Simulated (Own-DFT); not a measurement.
AlGa₃N₄ (wurtzite random alloy, strained, atoms displaced) (calculated)

Computed with Own-DFT development build. A calculation, not a measurement: plane-wave PBE density functional theory by an unreviewed code, no spin, of a simulated periodic cell, stress positive in tension, free energy of the whole cell less one offset for each atom, forces on such cells passed a denser k mesh, this cell's mesh not checked; offsets are fitted by least squares, one for each functional and potential file, so energies compare only between cells with the same atoms and settings and are not formation energies; the far tail of each file's local potential was reset to the Coulomb form; each entry is a single point on an unrelaxed cell, so the pressure reflects the starting lattice, mostly measured values, from which strain is counted, and rises with the displacements; printed positions are rounded, which can move forces by about a meV/angstrom; the program is a retired in-house code; no spin-orbit coupling.

Common to all runs: functional PBE; potential files PseudoDojo norm-conserving, scalar-relativistic, standard set with the stringent files for Ga; wave cutoff 96 hartree; occupations Gaussian; smearing width 0.01 eV; k mesh 4 x 4 x 3 centred on Gamma.

(1) AlGa₃N₄ (wurtzite random alloy, strained, atoms displaced)

```
AlGa3N4
1.0
      9.7945     0.0000     0.0000
     -4.8973     8.4823     0.0000
      0.0000     0.0000    10.2685
Ga Al N Ga N Al Ga N Ga N Ga N Ga N Ga N Ga N Ga N Ga N Al Ga N Al N Ga N Ga Al N Ga N Al N Ga N Al Ga N
1 1 2 2 2 1 1 2 2 2 2 2 2 2 2 2 2 2 2 2 2 2 1 1 2 2 2 2 2 1 1 2 2 2 2 2 2 2 1 1 2
Direct
  0.10969 0.22608 0.99503
  0.21637 0.11236 0.25259
  0.11570 0.22361 0.19105
  0.20729 0.10802 0.43445
  0.10957 0.22664 0.49422
  0.22598 0.10090 0.75090
  0.11408 0.22889 0.68879
  0.23416 0.11736 0.93895
  0.11643 0.55327 0.99755
  0.22291 0.44750 0.25561
  0.10760 0.55130 0.18202
  0.23184 0.45765 0.44437
  0.11365 0.54813 0.48629
  0.22959 0.44885 0.75485
  0.11680 0.56779 0.69087
  0.22584 0.44879 0.93320
  0.10808 0.88712 0.99312
  0.21876 0.77573 0.25400
  0.11477 0.89328 0.19261
  0.22187 0.77533 0.44897
  0.10977 0.88547 0.49973
  0.23144 0.77631 0.75525
  0.11384 0.88020 0.68963
  0.22263 0.77139 0.93753
  0.45088 0.23369 0.00146
  0.55860 0.11387 0.24963
  0.44071 0.22398 0.18835
  0.55027 0.11253 0.43500
  0.44827 0.22100 0.49602
  0.54750 0.11002 0.75289
  0.44595 0.21875 0.68598
  0.54899 0.10834 0.93954
  0.44582 0.56110 0.00716
  0.55214 0.45681 0.25259
  0.44426 0.55207 0.19081
  0.55020 0.44217 0.43720
  0.44887 0.55821 0.50437
  0.55375 0.44539 0.75524
  0.45513 0.56268 0.70438
  0.55442 0.44698 0.93854
  0.44426 0.88689 0.99715
  0.55512 0.77749 0.24764
  0.44782 0.89104 0.18857
  0.56061 0.78684 0.43986
  0.43898 0.87802 0.49787
  0.55321 0.77217 0.74765
  0.44705 0.89070 0.69218
  0.54703 0.77516 0.94240
  0.79167 0.22744 0.00075
  0.88044 0.10819 0.24468
  0.76865 0.22176 0.18201
  0.88668 0.11258 0.43512
  0.78828 0.22787 0.51190
  0.88443 0.11566 0.74385
  0.78031 0.22791 0.69146
  0.89653 0.12703 0.94146
  0.77326 0.55542 0.99892
  0.89366 0.43811 0.25231
  0.78077 0.56160 0.19076
  0.87864 0.43903 0.44072
  0.78702 0.56080 0.48959
  0.88046 0.44299 0.74304
  0.77584 0.55694 0.68903
  0.87954 0.43330 0.93674
  0.78095 0.89338 0.99935
  0.88440 0.78269 0.25740
  0.77773 0.88983 0.19299
  0.88074 0.76656 0.43911
  0.77664 0.89397 0.49712
  0.88916 0.78507 0.74456
  0.77030 0.88831 0.69308
  0.89399 0.78533 0.94436
```

* free energy of cell above offsets: -9.678 eV
* pressure: -3.79 GPa
* stress xx: 7.01 GPa
* stress yy: 6.94 GPa
* stress zz: -2.6 GPa
* stress yz: 0.14 GPa
* stress xz: 0.21 GPa
* stress xy: 1.06 GPa

Force:
```
element  x (eV/Å)  y (eV/Å)  z (eV/Å)
     Ga     1.639     0.214     0.431
     Al     1.159    -0.179    -1.121
      N    -0.814     0.021     0.018
      N     1.104    -0.006      0.45
     Ga     0.475     -0.28      0.95
     Ga    -0.796     0.904    -0.562
      N    -0.561    -1.037     0.053
      N    -1.365    -0.606     0.022
     Al     -1.18     0.008    -0.962
     Ga     0.251    -0.514    -1.228
      N     0.614     0.244      0.82
      N     0.772    -1.518    -0.805
     Ga    -2.101     1.456     2.837
     Ga    -0.935    -0.034    -2.028
      N     -0.31    -2.496    -0.666
      N    -0.354     0.085     2.722
     Ga     1.342     0.718     1.282
     Ga       0.1     0.756    -0.752
      N    -0.485     0.094     0.041
      N      0.43    -0.045    -1.288
     Ga    -0.247     0.387    -0.012
     Ga    -0.695     0.034     -1.16
      N    -0.807     0.725     0.171
      N     0.185     0.075     1.856
     Ga     0.408    -1.206     0.303
     Ga    -1.345    -0.068    -0.547
      N    -0.419     0.122     1.082
      N     1.355    -1.332     1.242
     Ga    -1.065     0.047    -0.092
     Ga     0.908     -0.09    -0.054
      N    -0.685     0.716     0.152
      N     0.759    -0.381     0.596
     Ga     0.021    -0.618    -1.483
     Ga     2.341    -2.043    -0.484
      N    -1.629     1.278     0.359
      N     0.778     0.976     1.161
     Ga     0.664     0.349     0.544
     Ga     0.912    -0.441    -1.198
      N    -0.868    -0.349    -1.894
      N    -0.141     0.632     0.929
     Al    -0.654     0.694     0.389
     Ga    -0.449     0.338     0.004
      N     -0.33    -0.658    -0.449
      N     0.081    -0.473     0.531
     Al    -0.184     1.763     0.581
     Al    -0.438     1.485      1.04
      N     1.118    -0.659    -1.112
      N     0.774      0.97    -0.709
     Ga    -2.624    -0.346    -0.744
     Ga     0.414     0.941    -0.023
      N     1.457      0.17     1.517
      N         0    -0.455     0.848
     Ga     -1.44    -1.039    -2.159
     Al     1.058     0.129     0.857
      N     0.211    -0.336     1.103
      N     0.629    -2.345     -1.72
     Ga     0.973     0.023     0.248
     Ga    -1.641     0.305    -1.074
      N    -0.126    -0.367     0.403
      N     1.177     0.726    -0.045
     Al    -1.555    -1.514     1.602
     Al     0.946      1.22     1.066
      N     0.515    -0.161    -0.928
      N      0.72     2.387    -0.712
     Ga    -0.437     0.024    -0.185
     Ga     1.489    -0.387    -1.901
      N    -0.393    -0.036    -0.459
      N    -0.622     1.793     1.438
     Al     0.321     -0.42     0.459
     Ga     0.567    -0.849     0.568
      N    -0.022     1.162    -0.979
      N    -0.948    -0.683    -1.143
```

(2) AlGa₃N₄ (wurtzite random alloy, strained, atoms displaced)

```
AlGa3N4
1.0
      9.7945     0.0000     0.0000
     -4.8973     8.4823     0.0000
      0.0000     0.0000    10.2685
Ga Al N Al Ga N Ga N Ga N Ga N Al Ga N Ga Al N Ga N Ga N Ga N Ga N Ga Al N Ga N Ga Al N Al Ga N Ga Al N Ga N Al Ga N
1 1 2 1 1 2 2 2 2 2 2 2 1 1 2 1 1 2 2 2 2 2 2 2 2 2 1 1 2 2 2 1 1 2 1 1 2 1 1 2 2 2 1 1 2
Direct
  0.10600 0.21824 0.99663
  0.22172 0.11122 0.25230
  0.12041 0.22082 0.19096
  0.22429 0.11328 0.44076
  0.11004 0.22240 0.51048
  0.21840 0.11018 0.74993
  0.10877 0.21221 0.68481
  0.22744 0.11578 0.94213
  0.11615 0.55832 0.98940
  0.22045 0.44514 0.25493
  0.10774 0.55447 0.18862
  0.22290 0.45208 0.43680
  0.10990 0.55368 0.50420
  0.22884 0.44260 0.74381
  0.10974 0.55334 0.68661
  0.21716 0.43755 0.94050
  0.10185 0.89340 0.99559
  0.22224 0.78085 0.25663
  0.11562 0.89298 0.19088
  0.22340 0.77362 0.44564
  0.12112 0.89246 0.49870
  0.22351 0.77831 0.75091
  0.11782 0.89717 0.69174
  0.22869 0.77855 0.94452
  0.44605 0.21155 0.00065
  0.55448 0.10969 0.24833
  0.44721 0.21560 0.19274
  0.56154 0.11362 0.43603
  0.44574 0.23149 0.50944
  0.56051 0.11907 0.74492
  0.43680 0.22131 0.69477
  0.56300 0.11729 0.93696
  0.44535 0.57323 0.99739
  0.55622 0.43807 0.25174
  0.44662 0.55136 0.18430
  0.55034 0.44251 0.43707
  0.45900 0.56047 0.50546
  0.55313 0.44969 0.75334
  0.44580 0.55204 0.68853
  0.55862 0.44883 0.94246
  0.43891 0.89123 0.00530
  0.55492 0.77031 0.25234
  0.44203 0.89110 0.18385
  0.55362 0.77538 0.43387
  0.43806 0.88449 0.50150
  0.55022 0.77803 0.74591
  0.43067 0.88642 0.69398
  0.56412 0.77938 0.94051
  0.77870 0.22143 0.00022
  0.88742 0.11102 0.24930
  0.78021 0.22878 0.18872
  0.88896 0.11115 0.43779
  0.77416 0.22962 0.49235
  0.89381 0.11671 0.75550
  0.79270 0.22811 0.68237
  0.88468 0.11601 0.93919
  0.78913 0.56419 0.99629
  0.88179 0.44675 0.24769
  0.77568 0.54923 0.19166
  0.89816 0.44466 0.43804
  0.78277 0.55543 0.50208
  0.89074 0.45054 0.76171
  0.78198 0.55958 0.68350
  0.90031 0.45128 0.92879
  0.76986 0.88265 0.00051
  0.88671 0.77841 0.25937
  0.78065 0.89388 0.19254
  0.88487 0.78413 0.44578
  0.77755 0.88760 0.49244
  0.88537 0.77438 0.74934
  0.77398 0.88808 0.68487
  0.89433 0.78511 0.93682
```

* free energy of cell above offsets: -9.459 eV
* pressure: -3.62 GPa
* stress xx: 7.15 GPa
* stress yy: 7.82 GPa
* stress zz: -4.12 GPa
* stress yz: -0.04 GPa
* stress xz: -0.54 GPa
* stress xy: -0.22 GPa

Force:
```
element  x (eV/Å)  y (eV/Å)  z (eV/Å)
     Ga     0.618     0.473      1.17
     Al     0.523      0.15    -0.129
      N    -0.825     -0.19    -0.112
      N     -0.46    -0.368     0.202
     Al    -0.244    -0.063    -3.328
     Ga     0.512    -0.088     0.526
      N     -1.03     0.829     1.727
      N    -0.504    -0.571    -0.439
     Ga     0.148    -0.237     1.704
     Ga     0.098    -0.124    -1.491
      N     0.111      0.37    -0.214
      N     1.025    -1.278      2.24
     Ga     0.501    -0.124    -0.916
     Ga    -1.332    -0.377     0.677
      N    -0.263    -0.062     1.843
      N     0.553     0.937    -1.054
     Ga      2.17     0.357      1.07
     Ga     0.115      -0.8    -1.341
      N    -0.803     0.147     0.462
      N    -1.403     0.857     -0.19
     Al    -0.952     0.283     0.553
     Ga    -1.275     -0.53     0.415
      N     -0.34    -1.506    -0.974
      N    -1.316     0.244    -0.997
     Ga    -0.815     1.791     0.282
     Al     0.398     0.015     0.073
      N    -0.596    -0.358     0.192
      N    -1.344     -0.55     0.003
     Ga     0.174    -1.205    -1.445
     Ga     0.476    -0.288     0.065
      N     0.971     0.821     0.042
      N     0.042    -0.851    -0.141
     Ga       0.8    -2.939     0.527
     Ga    -0.672    -0.025    -1.327
      N    -0.336     0.379      0.91
      N     1.234     0.428     0.932
     Ga    -1.701    -0.245    -1.738
     Ga     1.298    -0.705     0.604
      N    -0.537     1.624     0.748
      N     0.847     0.404     0.125
     Ga     1.034     0.369    -1.548
     Ga    -0.557     0.238    -1.487
      N     0.704     0.392     2.512
      N     0.611      0.63      1.97
     Ga     0.952     0.842    -0.147
     Al     0.635     0.644     0.319
      N      2.91     0.551    -0.525
      N    -2.011     0.739    -1.932
     Ga    -0.357     0.893     0.104
     Ga     0.636     1.014     0.124
      N    -0.594    -1.186     0.236
      N     0.488    -0.199     0.881
     Ga     1.691    -0.849     0.585
     Al     -0.57    -0.797    -1.629
      N    -0.984     0.322     1.619
      N     1.062    -1.007    -0.484
     Al    -0.857    -0.968     0.485
     Ga     2.093    -0.125     0.183
      N    -0.795     1.607     -1.34
      N     -1.65     0.657    -0.158
     Ga    -0.076     0.054    -1.305
     Al     0.443    -0.639    -4.844
      N     0.311    -1.017     2.067
      N    -1.648     0.109     3.366
     Ga     1.084     1.287     0.401
     Ga     0.552     0.058    -1.228
      N    -0.089    -0.965    -0.419
      N     1.718     -0.41     0.171
     Al    -0.945     1.234      1.02
     Ga    -0.068     1.133     -1.16
      N    -0.664     0.295      0.39
      N    -0.924    -1.534     0.522
```

(3) AlGa₃N₄ (wurtzite random alloy, strained, atoms displaced)

```
AlGa3N4
1.0
      9.7945     0.0000     0.0000
     -4.8973     8.4823     0.0000
      0.0000     0.0000    10.2685
Ga N Al Ga N Ga Al N Al Ga N Al Ga N Al Ga N Ga Al N Ga Al N Al Ga N Ga N Al Ga N Ga N Ga N Ga N Ga N Ga N Ga N Ga N
2 2 1 1 2 1 1 2 1 1 2 1 1 2 1 1 2 1 1 2 1 1 2 1 1 2 2 2 1 1 2 2 2 2 2 2 2 2 2 2 2 2 2 2 2
Direct
  0.10959 0.22210 0.00390
  0.21185 0.11248 0.25747
  0.11358 0.23067 0.18584
  0.22532 0.12104 0.43546
  0.10998 0.22198 0.49665
  0.21690 0.11317 0.74848
  0.10225 0.22494 0.68417
  0.22219 0.11411 0.93845
  0.11310 0.55092 0.00998
  0.22028 0.45134 0.24959
  0.11307 0.55325 0.18356
  0.22203 0.44348 0.43979
  0.11310 0.54886 0.48978
  0.21152 0.43960 0.75700
  0.11942 0.55523 0.69722
  0.21771 0.44019 0.94184
  0.11290 0.89179 0.99807
  0.22339 0.77938 0.23988
  0.11925 0.89004 0.19412
  0.21737 0.77743 0.43797
  0.11442 0.89241 0.50692
  0.22406 0.77732 0.73750
  0.11481 0.88772 0.68068
  0.21601 0.77616 0.93905
  0.44535 0.22025 0.99944
  0.56453 0.11572 0.24599
  0.43426 0.21619 0.19330
  0.56816 0.11893 0.43901
  0.44925 0.22660 0.49651
  0.54957 0.10307 0.75820
  0.43759 0.21923 0.69083
  0.56370 0.11247 0.93551
  0.43822 0.55203 0.00456
  0.55731 0.44718 0.24700
  0.45113 0.56199 0.19250
  0.56225 0.45094 0.44203
  0.43322 0.55473 0.50584
  0.55370 0.43185 0.75264
  0.44009 0.55498 0.68865
  0.53757 0.43696 0.93842
  0.44245 0.89576 0.99915
  0.55554 0.78454 0.24631
  0.43763 0.87631 0.19671
  0.54942 0.77191 0.43946
  0.44355 0.88626 0.49479
  0.54306 0.77164 0.75338
  0.43440 0.88930 0.69221
  0.55712 0.78171 0.93642
  0.76552 0.20835 0.00470
  0.89177 0.11346 0.24793
  0.77902 0.21849 0.19038
  0.88941 0.11986 0.43907
  0.78108 0.22667 0.50986
  0.89383 0.12042 0.75505
  0.78558 0.22464 0.68938
  0.88840 0.11522 0.93643
  0.77435 0.55031 0.99818
  0.88849 0.44323 0.24595
  0.77327 0.55929 0.18334
  0.88942 0.44829 0.43867
  0.77198 0.55252 0.49159
  0.88088 0.43526 0.75062
  0.78028 0.55154 0.68512
  0.88864 0.43706 0.94481
  0.78016 0.88699 0.99437
  0.88943 0.77974 0.24850
  0.77938 0.88589 0.19317
  0.88594 0.77551 0.43887
  0.77801 0.88239 0.50693
  0.88129 0.77014 0.74539
  0.77278 0.88982 0.69235
  0.88469 0.77493 0.94021
```

- free energy of cell above offsets: -9.353 eV
- pressure: -3.65 GPa
- stress xx: 6.65 GPa
- stress yy: 8.11 GPa
- stress zz: -3.83 GPa
- stress yz: -0.26 GPa
- stress xz: -0.29 GPa
- stress xy: 0.33 GPa

Force:
```
element  x (eV/Å)  y (eV/Å)  z (eV/Å)
     Ga     0.035    -0.098    -1.161
     Ga      0.98    -0.157     -1.95
      N    -0.157     0.284     1.611
      N    -0.517    -0.964     2.617
     Al    -0.531     0.172     0.132
     Ga    -0.104    -0.233    -0.321
      N      1.37    -0.272    -0.214
      N    -0.055    -1.236     0.382
     Ga    -0.819     0.397    -3.845
     Al      1.47    -0.442     0.096
      N    -0.083    -0.081     3.353
      N     -0.96    -0.719    -1.098
     Al    -1.104     1.079     1.494
     Ga     1.246     0.309    -0.847
      N    -1.776    -0.185    -2.178
      N     0.948     0.617     1.055
     Al    -0.119    -0.448     0.074
     Ga    -0.417    -0.545     1.679
      N    -1.752     0.412    -1.673
      N    -0.012    -0.498     0.351
     Al    -0.219    -0.436    -2.875
     Ga    -1.218    -0.987     1.567
      N    -1.102     0.368     1.691
      N     0.574     1.077     0.649
     Ga    -0.842     0.024     0.464
     Al    -1.244    -0.606     1.318
      N      1.72      0.16    -0.309
      N    -0.971    -0.685    -0.745
     Ga     0.201    -0.088    -0.006
     Al    -0.029     0.541    -2.497
      N     1.331    -0.851     0.071
      N    -1.836    -1.324     0.875
     Al     0.114     0.502    -0.561
     Ga    -0.451    -0.405     0.546
      N    -1.494    -0.931    -0.863
      N    -1.642    -0.966    -0.679
     Ga     1.402     0.267     -0.88
     Ga    -0.812     1.473    -0.903
      N      0.24    -0.673     1.301
      N     0.916     0.793     0.824
     Al     0.286    -1.619    -0.078
     Ga     1.508    -1.066     0.961
      N     0.007     3.171    -2.295
      N      0.37     0.617      0.17
     Ga    -0.228     0.534     0.132
     Ga      0.56     0.322    -1.063
      N     1.924     1.384    -0.354
      N    -1.108    -0.641     1.972
     Ga     1.799     1.866    -0.584
     Ga     0.088    -0.563     0.687
      N    -1.057    -0.064     0.107
      N     1.322    -0.564     0.292
     Ga     0.146    -0.067    -2.069
     Ga    -0.128    -1.294    -1.252
      N    -1.934    -1.126     1.597
      N     0.407    -0.626      1.59
     Ga    -0.047     0.045    -0.729
     Ga    -0.479      0.27     0.252
      N     1.078    -0.516     0.952
      N      1.11    -0.005    -0.189
     Ga     1.158     0.794     0.849
     Ga     1.034     1.564     0.474
      N    -0.652    -0.349      0.55
      N    -0.696    -0.037    -0.086
     Ga    -0.606     0.213     0.427
     Ga       0.5    -0.183     0.186
      N    -0.526     1.035    -0.965
      N     1.028     0.827     0.505
     Ga    -0.944     0.649    -1.127
     Ga     0.253     0.537     0.217
      N     0.242     -0.07     0.555
      N     1.303     0.317    -0.232
```

(4) AlGa₃N₄ (wurtzite random alloy, strained, atoms displaced)

```
AlGa3N4
1.0
      9.7945     0.0000     0.0000
     -4.8973     8.4823     0.0000
      0.0000     0.0000    10.2685
Al N Al N Ga N Al Ga N Ga N Ga N Ga N Al Ga N Ga N Ga N Ga N Ga N Ga N Al N Ga N Ga N Ga N Ga Al N
2 2 2 2 2 2 1 1 2 2 2 2 2 2 2 1 1 2 2 2 2 2 2 2 2 2 2 2 2 2 2 2 2 2 2 2 1 1 2
Direct
  0.10387 0.21667 0.00744
  0.21644 0.11226 0.25523
  0.11771 0.22251 0.18466
  0.22460 0.10819 0.44378
  0.10894 0.22654 0.49700
  0.22880 0.11121 0.74281
  0.12186 0.23964 0.68936
  0.22332 0.10832 0.94422
  0.10726 0.55343 0.99773
  0.22486 0.44695 0.25061
  0.11195 0.55256 0.17990
  0.21641 0.44246 0.43379
  0.11283 0.55933 0.50570
  0.22119 0.44681 0.74868
  0.11050 0.54311 0.69309
  0.22315 0.44119 0.94154
  0.10734 0.89447 0.99327
  0.21866 0.77214 0.24929
  0.11057 0.89262 0.18735
  0.21445 0.78104 0.43302
  0.10841 0.88887 0.49728
  0.22721 0.77582 0.75009
  0.11301 0.89245 0.68036
  0.21361 0.77253 0.94461
  0.44086 0.22348 0.99673
  0.55913 0.11248 0.25506
  0.44218 0.22459 0.18944
  0.54681 0.10209 0.43300
  0.44461 0.21890 0.50475
  0.54358 0.10048 0.75271
  0.44887 0.21909 0.68187
  0.56474 0.11682 0.94368
  0.43698 0.56039 0.99734
  0.55296 0.44237 0.25719
  0.43983 0.54708 0.18869
  0.54551 0.44111 0.43600
  0.44283 0.56114 0.49955
  0.55078 0.44291 0.74889
  0.44280 0.54406 0.69444
  0.56067 0.44751 0.93625
  0.45231 0.88629 0.99760
  0.55788 0.77971 0.24687
  0.44060 0.88227 0.19184
  0.56077 0.78539 0.43296
  0.44858 0.88489 0.50112
  0.55263 0.78197 0.74104
  0.44225 0.88555 0.68296
  0.55275 0.77888 0.94617
  0.77538 0.21392 0.99885
  0.87754 0.10430 0.24715
  0.78538 0.22464 0.18785
  0.89205 0.11034 0.43950
  0.78232 0.22065 0.50228
  0.88836 0.10561 0.75120
  0.77435 0.21858 0.69850
  0.88086 0.10813 0.93240
  0.78312 0.55137 0.01076
  0.89322 0.44754 0.24741
  0.77032 0.54973 0.19011
  0.89092 0.44695 0.43920
  0.77790 0.56160 0.49825
  0.88906 0.44510 0.74868
  0.79230 0.56216 0.69333
  0.88226 0.44681 0.94499
  0.77597 0.89709 0.00431
  0.88335 0.78040 0.24845
  0.77702 0.88762 0.19352
  0.89365 0.77896 0.43920
  0.77212 0.88418 0.49616
  0.88889 0.77576 0.75339
  0.78210 0.89258 0.68768
  0.87736 0.76824 0.94560
```

* free energy of cell above offsets: -9.061 eV
* pressure: -3.64 GPa
* stress xx: 7.01 GPa
* stress yy: 7.39 GPa
* stress zz: -3.49 GPa
* stress yz: 0.03 GPa
* stress xz: -0.2 GPa
* stress xy: 0.85 GPa

Force:
```
element  x (eV/Å)  y (eV/Å)  z (eV/Å)
     Al     0.759     0.676    -1.889
     Al      1.28    -0.329     -0.72
      N    -0.825    -0.644     1.269
      N     -0.89     1.557    -0.402
     Al     0.896    -0.368     0.461
     Al    -0.973     0.362     0.349
      N    -0.034     -3.51    -0.728
      N    -1.356     0.968    -2.193
     Ga     0.114      -0.4    -0.778
     Ga    -0.331     -0.35    -1.264
      N    -0.187     0.125      1.86
      N    -0.401     0.505     1.918
     Al    -0.457    -0.266      -1.2
     Ga     1.136    -0.397     1.343
      N    -1.114     2.089    -1.366
      N    -1.072    -0.879    -0.093
     Ga     0.297    -1.309     1.121
     Ga    -0.451     0.549    -1.146
      N    -0.289     0.198     0.612
      N     1.595    -1.573     1.901
     Ga     0.335     0.299    -0.597
     Ga    -1.498    -0.458     0.379
      N    -0.219    -0.093      2.63
      N     0.886     0.987    -1.232
     Ga     0.732      0.64     0.925
     Ga    -0.887     -0.14    -2.296
      N    -0.077    -0.839     0.618
      N     0.832     1.445      3.01
     Al    -0.208    -0.079     -2.19
     Ga      1.18     1.489     0.093
      N    -0.931    -0.265     1.351
      N    -1.593    -1.496     -0.68
     Ga     1.597    -1.093     0.415
     Ga    -0.149    -0.419    -2.252
      N     0.231     1.358      0.24
      N     0.691    -0.121      2.65
     Ga     0.224    -0.963    -0.245
     Ga     2.053    -0.189     0.588
      N    -1.225     2.298    -1.301
      N    -0.697    -0.244     0.503
     Ga     -2.51     0.868     1.177
     Ga    -0.807    -1.116    -0.716
      N      0.36     0.726    -0.386
      N     -0.21    -1.208     1.178
     Ga    -1.627     0.574    -2.105
     Ga     1.627    -0.941     1.421
      N    -0.109    -0.117     1.142
      N     1.052    -0.073    -1.736
     Ga    -0.179     1.831     -0.11
     Ga     1.386      1.16     0.637
      N    -0.807    -0.387     0.318
      N    -0.548     0.529     0.466
     Al    -0.697     0.243     0.072
     Al    -0.121     1.205    -1.097
      N     0.704    -0.609    -1.564
      N     1.837     0.348     0.967
     Ga    -1.885     0.267    -1.686
     Ga    -0.054    -0.021     0.195
      N      0.41     0.665     1.798
      N     0.495    -0.674     0.885
     Ga     0.366     -0.85     0.286
     Ga    -0.091    -0.714      0.91
      N    -1.601     0.319    -0.769
      N     1.857     -1.17    -0.907
     Ga     0.771    -1.513     -0.82
     Ga     1.835    -0.683    -0.206
      N    -0.639     0.295    -0.503
      N    -1.481    -0.099    -0.251
     Ga     1.354      0.82     0.343
     Al     0.052     0.157     0.019
      N     0.167    -0.488     0.631
      N     0.121     1.535     -1.25
```
